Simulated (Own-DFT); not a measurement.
## Calculated data, AlN (wurtzite, atoms displaced)

All values are calculated (Own-DFT development build). A calculation, not a measurement: plane-wave PBE density functional theory by an unreviewed code, no spin, of a simulated periodic cell, stress positive in tension, free energy of the whole cell less one offset for each atom, forces on such cells moved up to 12 meV/angstrom on a denser k mesh; offsets are fitted by least squares, one for each functional and potential file, so energies compare only between cells with the same atoms and settings and are not formation energies; the far tail of each file's local potential was reset to the Coulomb form; each entry is a single point on an unrelaxed cell, so the pressure reflects the starting lattice, mostly measured values (interpolated for alloys), from which strain is counted, and rises with the displacements; printed positions are rounded, which can move forces by about a meV/angstrom; the program, named Own-DFT, is a retired in-house code; no spin-orbit coupling; before rounding, a Quantum ESPRESSO 7.3.1 run of the same cell and cutoff gave forces within 1 meV/angstrom rms on each cell, which checks the program and not the settings.

Settings shared by all entries: functional PBE; potential files PseudoDojo norm-conserving, scalar-relativistic, standard set; wave cutoff 42 hartree; occupations Fermi-Dirac; smearing width 0.1 eV; k mesh 3 x 3 x 2 centred on Gamma.

```json
{"entry": 1, "formula": "AlN", "kind": "wurtzite, atoms displaced", "structure": {"cell_angstrom": [[9.336, 0.0, 0.0], [-4.668, 8.0852, 0.0], [0.0, 0.0, 9.964]], "atoms_fractional": [["Al", 0.11186, 0.2228, 0.99942], ["Al", 0.2208, 0.11061, 0.24854], ["N", 0.10934, 0.22143, 0.19061], ["N", 0.22073, 0.11081, 0.4395], ["Al", 0.10985, 0.22017, 0.5001], ["Al", 0.22324, 0.11219, 0.74732], ["N", 0.11524, 0.22437, 0.68736], ["N", 0.21822, 0.10652, 0.94263], ["Al", 0.11836, 0.55824, 0.99729], ["Al", 0.22132, 0.44602, 0.24978], ["N", 0.11053, 0.55783, 0.19031], ["N", 0.21699, 0.43878, 0.4412], ["Al", 0.11133, 0.55723, 0.50145], ["Al", 0.22278, 0.44487, 0.75197], ["N", 0.1102, 0.55117, 0.69081], ["N", 0.22307, 0.4439, 0.94301], ["Al", 0.10975, 0.88599, 0.00055], ["Al", 0.22076, 0.77424, 0.25044], ["N", 0.10803, 0.89104, 0.18992], ["N", 0.22264, 0.77491, 0.43928], ["Al", 0.11035, 0.88963, 0.50143], ["Al", 0.21671, 0.77453, 0.752], ["N", 0.10996, 0.88735, 0.69276], ["N", 0.21972, 0.77286, 0.93978], ["Al", 0.44147, 0.22034, 0.997], ["Al", 0.56014, 0.11438, 0.2525], ["N", 0.44875, 0.22627, 0.18967], ["N", 0.55204, 0.10946, 0.44079], ["Al", 0.44249, 0.22265, 0.49787], ["Al", 0.55569, 0.11425, 0.75068], ["N", 0.44411, 0.22023, 0.68804], ["N", 0.55424, 0.11131, 0.94023], ["Al", 0.44357, 0.55739, 0.00285], ["Al", 0.55596, 0.44421, 0.25086], ["N", 0.44489, 0.55499, 0.18811], ["N", 0.55192, 0.44483, 0.44129], ["Al", 0.44548, 0.56234, 0.498], ["Al", 0.55576, 0.44673, 0.75256], ["N", 0.44505, 0.55774, 0.6907], ["N", 0.56007, 0.44871, 0.93935], ["Al", 0.44514, 0.8905, 0.9959], ["Al", 0.55491, 0.7777, 0.24766], ["N", 0.44567, 0.89063, 0.19399], ["N", 0.55261, 0.77746, 0.44558], ["Al", 0.44489, 0.88885, 0.49812], ["Al", 0.55645, 0.77785, 0.74841], ["N", 0.44551, 0.89143, 0.68998], ["N", 0.55647, 0.77749, 0.94167], ["Al", 0.7825, 0.22265, 0.00033], ["Al", 0.88922, 0.1124, 0.24604], ["N", 0.77913, 0.21929, 0.18915], ["N", 0.89108, 0.11322, 0.43921], ["Al", 0.77739, 0.22042, 0.50107], ["Al", 0.88938, 0.11366, 0.74796], ["N", 0.7757, 0.22467, 0.68795], ["N", 0.88751, 0.10885, 0.94231], ["Al", 0.77683, 0.55536, 0.0009], ["Al", 0.89041, 0.44313, 0.24619], ["N", 0.77546, 0.55973, 0.19521], ["N", 0.89155, 0.44737, 0.44277], ["Al", 0.78117, 0.55676, 0.50219], ["Al", 0.88823, 0.44814, 0.74846], ["N", 0.77757, 0.55451, 0.69044], ["N", 0.88809, 0.44552, 0.9411], ["Al", 0.78013, 0.88948, 0.99865], ["Al", 0.88933, 0.77971, 0.25182], ["N", 0.77675, 0.8901, 0.19616], ["N", 0.8858, 0.77518, 0.4404], ["Al", 0.77797, 0.88896, 0.49967], ["Al", 0.88675, 0.77466, 0.75247], ["N", 0.77635, 0.88484, 0.68842], ["N", 0.89058, 0.77602, 0.94015]]}, "results": {"free_energy_of_cell_above_offsets [eV]": "-35.075", "pressure [GPa]": 3.76, "stress_xx [GPa]": -3.31, "stress_yy [GPa]": -4.29, "stress_zz [GPa]": -3.66, "stress_yz [GPa]": 0.28, "stress_xz [GPa]": 0.06, "stress_xy [GPa]": 0.29, "force_element": ["Al", "Al", "N", "N", "Al", "Al", "N", "N", "Al", "Al", "N", "N", "Al", "Al", "N", "N", "Al", "Al", "N", "N", "Al", "Al", "N", "N", "Al", "Al", "N", "N", "Al", "Al", "N", "N", "Al", "Al", "N", "N", "Al", "Al", "N", "N", "Al", "Al", "N", "N", "Al", "Al", "N", "N", "Al", "Al", "N", "N", "Al", "Al", "N", "N", "Al", "Al", "N", "N", "Al", "Al", "N", "N", "Al", "Al", "N", "N", "Al", "Al", "N", "N"], "force_x [eV/angstrom]": [0.017, 0.361, 0.219, 0.099, 0.055, 0.068, -0.56, 0.146, -1.208, 0.217, 0.423, 0.267, 0.377, 0.354, -0.305, 0.149, 0.065, -0.271, 0.795, -0.517, 0.192, 0.931, -0.215, 0.143, 0.283, -0.581, -0.287, 0.493, 0.079, 0.135, -0.347, 0.405, 0.714, -0.277, -0.38, 0.496, -0.055, -0.053, -0.064, -0.802, 0.07, -0.047, -0.281, 0.538, -0.494, -0.427, -0.287, -0.068, -1.004, 0.344, -0.422, -0.387, -0.205, 0.065, 0.553, 0.357, 0.237, -0.728, 0.943, -0.181, -0.785, 0.409, -0.314, 0.621, -0.132, -0.19, 0.235, 0.383, -0.082, 0.007, 0.169, -0.461], "force_y [eV/angstrom]": [-0.385, 0.374, 0.44, -0.297, 0.267, -0.304, -0.293, 0.526, -0.779, -0.354, -0.423, 1.081, -0.571, 0.005, 0.58, -0.122, 0.015, 1.008, -0.494, 0.484, -0.349, 0.325, 0.047, 0.96, 0.527, -0.369, -0.662, 0.486, 0.15, -0.496, 0.646, 0.247, -0.146, 0.18, 0.087, 0.274, -1.591, -0.331, -0.322, -0.657, -0.146, -0.013, -0.114, 0.602, 0.109, 0.183, -0.385, 0.214, 0.063, -0.294, 0.706, -0.497, 0.418, -0.369, -0.148, 0.416, 0.077, 0.353, -0.56, -0.645, -0.44, -0.677, 0.282, -0.054, -0.493, -0.066, -0.146, 0.551, 0.046, 0.331, 0.808, 0.122], "force_z [eV/angstrom]": [0.3, 0.031, -0.305, 0.084, -0.438, 0.39, 0.93, -0.636, 0.56, 0.228, -0.505, -0.216, -0.256, -0.487, 0.357, -0.405, 0.045, -0.098, 0.131, 0.395, -0.344, -0.717, -0.215, 0.211, 0.481, -0.475, -0.036, 0.023, 0.081, -0.346, 0.515, 0.053, -0.687, 0.201, 0.812, 0.099, 0.477, -0.876, 0.109, 0.407, 0.736, 0.608, -0.784, -1.218, 0.471, 0.111, 0.372, -0.186, -0.334, 0.865, 0.086, 0.141, -0.577, -0.084, 0.774, -0.676, 0.49, 0.734, -0.793, -0.573, -0.636, 0.301, 0.214, 0.044, 0.633, -0.001, -1.034, 0.408, -0.334, -0.523, 0.594, 0.292]}}
{"entry": 2, "formula": "AlN", "kind": "wurtzite, atoms displaced", "structure": {"cell_angstrom": [[9.336, 0.0, 0.0], [-4.668, 8.0852, 0.0], [0.0, 0.0, 9.964]], "atoms_fractional": [["Al", 0.10977, 0.22076, 0.99777], ["Al", 0.22416, 0.11253, 0.25152], ["N", 0.1092, 0.22486, 0.19441], ["N", 0.22477, 0.11157, 0.4404], ["Al", 0.10848, 0.21934, 0.49926], ["Al", 0.22072, 0.10894, 0.75121], ["N", 0.10827, 0.21935, 0.69086], ["N", 0.22353, 0.11379, 0.94062], ["Al", 0.11, 0.55176, 0.99983], ["Al", 0.22339, 0.44763, 0.24842], ["N", 0.10953, 0.55275, 0.19499], ["N", 0.22435, 0.44653, 0.44053], ["Al", 0.10951, 0.55379, 0.49916], ["Al", 0.2218, 0.44539, 0.75014], ["N", 0.10694, 0.55369, 0.69144], ["N", 0.22451, 0.44852, 0.94117], ["Al", 0.10965, 0.88601, 0.00054], ["Al", 0.21898, 0.77813, 0.24984], ["N", 0.10949, 0.8854, 0.18989], ["N", 0.22198, 0.78362, 0.44434], ["Al", 0.11495, 0.89095, 0.50384], ["Al", 0.21791, 0.77967, 0.74841], ["N", 0.11302, 0.88845, 0.69465], ["N", 0.22137, 0.77625, 0.94175], ["Al", 0.44564, 0.22401, 0.99799], ["Al", 0.55549, 0.1111, 0.25077], ["N", 0.44348, 0.22003, 0.19155], ["N", 0.55602, 0.11545, 0.44276], ["Al", 0.44743, 0.22404, 0.49958], ["Al", 0.55524, 0.10877, 0.74875], ["N", 0.44206, 0.2234, 0.68982], ["N", 0.55481, 0.10992, 0.94007], ["Al", 0.43988, 0.55428, 0.00332], ["Al", 0.55847, 0.44821, 0.25336], ["N", 0.44368, 0.55163, 0.1884], ["N", 0.55675, 0.44704, 0.44257], ["Al", 0.44086, 0.55109, 0.49941], ["Al", 0.55622, 0.44755, 0.74917], ["N", 0.44746, 0.55406, 0.69202], ["N", 0.55498, 0.4434, 0.93952], ["Al", 0.445, 0.88783, 0.00011], ["Al", 0.55122, 0.77422, 0.25355], ["N", 0.44474, 0.88848, 0.19419], ["N", 0.55594, 0.77918, 0.44156], ["Al", 0.44594, 0.88767, 0.50242], ["Al", 0.55323, 0.77566, 0.75313], ["N", 0.44171, 0.88631, 0.69531], ["N", 0.55521, 0.77698, 0.94277], ["Al", 0.78458, 0.22442, 0.99794], ["Al", 0.88474, 0.10819, 0.25008], ["N", 0.77853, 0.22196, 0.1953], ["N", 0.88675, 0.10934, 0.43859], ["Al", 0.77904, 0.22603, 0.49939], ["Al", 0.88843, 0.10682, 0.75184], ["N", 0.77759, 0.22331, 0.68835], ["N", 0.88879, 0.10749, 0.94052], ["Al", 0.77633, 0.55259, 0.00288], ["Al", 0.89217, 0.44497, 0.24856], ["N", 0.77812, 0.55675, 0.1874], ["N", 0.88661, 0.4436, 0.43719], ["Al", 0.77411, 0.55235, 0.50214], ["Al", 0.88395, 0.44652, 0.74797], ["N", 0.77315, 0.55456, 0.69248], ["N", 0.88992, 0.44794, 0.94167], ["Al", 0.77571, 0.8869, 0.99961], ["Al", 0.88972, 0.77709, 0.25132], ["N", 0.77573, 0.88676, 0.19237], ["N", 0.89532, 0.7778, 0.44277], ["Al", 0.77804, 0.8912, 0.49799], ["Al", 0.89129, 0.77981, 0.75034], ["N", 0.77591, 0.88557, 0.69141], ["N", 0.88888, 0.77313, 0.94237]]}, "results": {"free_energy_of_cell_above_offsets [eV]": "-35.097", "pressure [GPa]": 3.74, "stress_xx [GPa]": -4.82, "stress_yy [GPa]": -2.9, "stress_zz [GPa]": -3.48, "stress_yz [GPa]": -0.01, "stress_xz [GPa]": -0.09, "stress_xy [GPa]": 0.06, "force_element": ["Al", "Al", "N", "N", "Al", "Al", "N", "N", "Al", "Al", "N", "N", "Al", "Al", "N", "N", "Al", "Al", "N", "N", "Al", "Al", "N", "N", "Al", "Al", "N", "N", "Al", "Al", "N", "N", "Al", "Al", "N", "N", "Al", "Al", "N", "N", "Al", "Al", "N", "N", "Al", "Al", "N", "N", "Al", "Al", "N", "N", "Al", "Al", "N", "N", "Al", "Al", "N", "N", "Al", "Al", "N", "N", "Al", "Al", "N", "N", "Al", "Al", "N", "N"], "force_x [eV/angstrom]": [0.323, -0.417, 0.372, -0.341, 0.203, 0.16, 0.129, -0.11, -0.324, 0.187, 0.214, -0.403, -0.196, 0.102, 0.132, -0.293, 0.116, 0.56, -0.248, 0.962, -0.487, 1.217, -0.915, 0.106, 0.135, -0.027, 0.087, 0.562, -0.563, -0.403, 0.455, 0.516, 1.145, 0.17, -0.231, -0.115, 0.24, -0.007, -1.228, -0.243, -0.362, 0.353, -0.242, 0.076, -0.563, 0.184, 0.181, -0.047, -1.108, 0.45, -0.182, -0.016, 0.104, -0.562, 0.261, -0.1, -0.407, -0.924, 0.178, 0.144, 0.574, 0.666, 0.543, 0.294, 0.483, -0.103, -0.035, -0.98, 0.538, -0.349, -0.087, -0.501], "force_y [eV/angstrom]": [0.353, -0.288, -0.451, 0.118, 0.249, 0.673, 0.264, -0.613, 0.871, -0.698, 0.771, -0.464, 0.519, -0.161, 0.246, -0.956, 0.363, 0.028, 0.73, -1.0, 0.22, -0.9, 0.378, -0.065, -0.238, 0.025, 0.665, -0.735, -0.116, 0.497, -0.193, 0.269, 0.107, -0.796, 0.532, -0.212, 0.858, -0.937, 0.31, 0.395, 0.184, 0.308, -0.249, -0.634, 0.523, -0.054, -0.019, -0.181, -0.324, 0.184, 0.06, 0.386, -0.581, 0.4, -0.222, 0.285, 0.202, -0.26, -0.274, 0.408, 0.776, -0.44, 0.559, -0.722, -0.431, 0.084, -0.177, -0.09, -0.614, -0.55, 0.281, 0.564], "force_z [eV/angstrom]": [0.752, -0.403, -0.706, 0.365, -0.153, -0.11, 0.062, 0.173, 0.209, 0.428, -0.811, 0.028, 0.045, -0.216, -0.216, -0.129, -0.072, 0.41, 0.135, -0.377, -0.259, 0.765, -0.51, -0.046, 0.359, 0.083, -0.09, -0.112, 0.274, 0.087, 0.194, 0.148, -0.811, -0.685, 0.962, -0.303, 0.558, 0.55, -0.368, 0.284, 0.224, -0.615, -0.354, 0.224, -0.056, -0.264, -0.591, -0.03, 0.507, -0.064, -1.075, 0.511, -0.2, -0.664, 0.588, 0.073, -0.725, 0.098, 1.163, 0.607, -0.194, 0.454, -0.422, -0.253, 0.434, -0.034, -0.092, 0.088, 0.33, 0.241, -0.079, -0.321]}}
{"entry": 3, "formula": "AlN", "kind": "wurtzite, atoms displaced", "structure": {"cell_angstrom": [[9.336, 0.0, 0.0], [-4.668, 8.0852, 0.0], [0.0, 0.0, 9.964]], "atoms_fractional": [["Al", 0.11535, 0.22378, 0.99959], ["Al", 0.22155, 0.11042, 0.25077], ["N", 0.11247, 0.223, 0.18796], ["N", 0.22308, 0.10934, 0.44019], ["Al", 0.11205, 0.22612, 0.50268], ["Al", 0.21885, 0.11146, 0.74636], ["N", 0.10737, 0.2223, 0.69473], ["N", 0.21973, 0.11105, 0.94333], ["Al", 0.11269, 0.55926, 0.00422], ["Al", 0.22493, 0.44865, 0.25111], ["N", 0.11492, 0.56052, 0.194], ["N", 0.22632, 0.44452, 0.44025], ["Al", 0.11167, 0.5597, 0.50327], ["Al", 0.22596, 0.44532, 0.7502], ["N", 0.10773, 0.55161, 0.6922], ["N", 0.22043, 0.44228, 0.94429], ["Al", 0.11671, 0.89127, 0.00227], ["Al", 0.22089, 0.77505, 0.24752], ["N", 0.1124, 0.89106, 0.18674], ["N", 0.22269, 0.7768, 0.44052], ["Al", 0.11291, 0.89081, 0.50094], ["Al", 0.22328, 0.7806, 0.75257], ["N", 0.11184, 0.89016, 0.68888], ["N", 0.22195, 0.77726, 0.93979], ["Al", 0.44066, 0.22483, 0.00144], ["Al", 0.55393, 0.11253, 0.25437], ["N", 0.44436, 0.22446, 0.19192], ["N", 0.55608, 0.11026, 0.44224], ["Al", 0.4413, 0.22202, 0.50052], ["Al", 0.55594, 0.11645, 0.75069], ["N", 0.44654, 0.22358, 0.68994], ["N", 0.55322, 0.11258, 0.94188], ["Al", 0.44959, 0.55964, 0.99947], ["Al", 0.55609, 0.44496, 0.25143], ["N", 0.44552, 0.55558, 0.19305], ["N", 0.55499, 0.44209, 0.44267], ["Al", 0.44184, 0.55442, 0.50075], ["Al", 0.55505, 0.44052, 0.74933], ["N", 0.44486, 0.55514, 0.69224], ["N", 0.55559, 0.44457, 0.93554], ["Al", 0.44396, 0.88308, 0.00077], ["Al", 0.55601, 0.77668, 0.25188], ["N", 0.44455, 0.88752, 0.18834], ["N", 0.55799, 0.78245, 0.44226], ["Al", 0.44163, 0.89126, 0.50214], ["Al", 0.55583, 0.78062, 0.74946], ["N", 0.44265, 0.89016, 0.68959], ["N", 0.55345, 0.77612, 0.94256], ["Al", 0.78005, 0.22468, 0.99876], ["Al", 0.88826, 0.11034, 0.24943], ["N", 0.78123, 0.22577, 0.19072], ["N", 0.88846, 0.1116, 0.43782], ["Al", 0.77702, 0.22468, 0.4978], ["Al", 0.889, 0.11155, 0.75047], ["N", 0.77594, 0.22533, 0.69154], ["N", 0.88933, 0.10957, 0.9368], ["Al", 0.77922, 0.56018, 0.00025], ["Al", 0.88618, 0.44207, 0.25094], ["N", 0.77736, 0.5541, 0.19084], ["N", 0.88801, 0.44643, 0.44233], ["Al", 0.77586, 0.55443, 0.49893], ["Al", 0.88612, 0.4451, 0.74426], ["N", 0.77618, 0.55891, 0.6904], ["N", 0.88769, 0.44478, 0.94273], ["Al", 0.77707, 0.88987, 0.00176], ["Al", 0.89006, 0.78003, 0.24813], ["N", 0.77861, 0.88981, 0.19199], ["N", 0.8896, 0.78129, 0.43976], ["Al", 0.78036, 0.8887, 0.50222], ["Al", 0.89154, 0.7803, 0.74913], ["N", 0.77597, 0.88826, 0.69173], ["N", 0.88835, 0.7767, 0.9371]]}, "results": {"free_energy_of_cell_above_offsets [eV]": "-35.061", "pressure [GPa]": 3.8, "stress_xx [GPa]": -2.88, "stress_yy [GPa]": -4.14, "stress_zz [GPa]": -4.37, "stress_yz [GPa]": 0.2, "stress_xz [GPa]": 0.01, "stress_xy [GPa]": -0.08, "force_element": ["Al", "Al", "N", "N", "Al", "Al", "N", "N", "Al", "Al", "N", "N", "Al", "Al", "N", "N", "Al", "Al", "N", "N", "Al", "Al", "N", "N", "Al", "Al", "N", "N", "Al", "Al", "N", "N", "Al", "Al", "N", "N", "Al", "Al", "N", "N", "Al", "Al", "N", "N", "Al", "Al", "N", "N", "Al", "Al", "N", "N", "Al", "Al", "N", "N", "Al", "Al", "N", "N", "Al", "Al", "N", "N", "Al", "Al", "N", "N", "Al", "Al", "N", "N"], "force_x [eV/angstrom]": [-0.963, -0.155, -0.168, -0.595, -0.101, 0.596, 0.626, 0.559, -0.149, 0.025, -0.407, -1.043, 0.341, -0.74, 0.402, 0.304, -0.851, 0.076, 0.138, -0.405, -0.114, -0.031, 0.066, 0.158, 0.795, 0.455, 0.048, -0.611, 0.674, 0.329, -0.931, 0.208, -0.446, -0.041, 0.177, -0.323, 0.738, -0.218, 0.002, -0.053, -0.57, -0.17, -0.071, -0.16, 0.761, -0.033, 0.126, 0.488, -0.28, 0.242, -0.381, 0.21, 0.43, -0.792, 0.431, -0.17, 0.168, 0.405, -0.17, 0.367, -0.127, 0.07, 0.362, 0.223, 0.395, 0.139, -0.138, 0.526, -0.672, -0.443, 0.297, 0.164], "force_y [eV/angstrom]": [-0.279, 0.367, 0.107, 0.371, -0.646, 0.097, 0.225, -0.093, -0.899, -0.755, -1.053, 0.13, -0.637, 0.056, 0.834, 0.959, -0.262, 1.128, -0.384, 0.374, -0.522, -0.601, 0.029, 0.144, -0.175, -0.253, -0.206, 0.356, -0.041, -0.747, -0.406, -0.337, -1.087, -0.026, 0.201, 0.308, 0.757, 0.903, 0.143, 0.174, 1.304, 0.359, 0.22, -0.603, -0.352, -0.371, 0.186, 0.413, -0.338, 0.485, -0.75, 0.268, -0.391, -0.087, -0.524, 0.221, -0.844, 0.643, 0.499, 0.001, 0.643, 0.24, -0.195, 0.521, 0.023, -0.272, -0.208, -0.498, 0.364, -0.287, 0.356, 0.719], "force_z [eV/angstrom]": [0.067, -0.325, 0.757, 0.361, -0.501, 0.87, -0.841, -0.961, -0.679, -0.362, -0.218, 0.335, -0.394, 0.671, -0.066, -0.394, -0.922, 0.577, 1.008, -0.129, -0.484, -0.493, 0.303, 0.378, -0.179, -1.051, 0.138, -0.009, -0.133, 0.342, -0.122, 0.043, 0.152, 0.055, -0.372, -0.216, 0.065, -0.195, -0.213, 1.083, -0.206, 0.103, 0.724, 0.159, -0.38, 0.029, 0.598, -0.534, -0.031, -0.168, 0.148, 0.822, 0.446, -0.153, -0.488, 0.94, -0.355, -0.11, 0.146, -0.2, 0.214, 1.254, -0.331, -0.44, -0.487, 0.216, -0.329, 0.015, -0.324, 0.031, -0.076, 0.821]}}
```
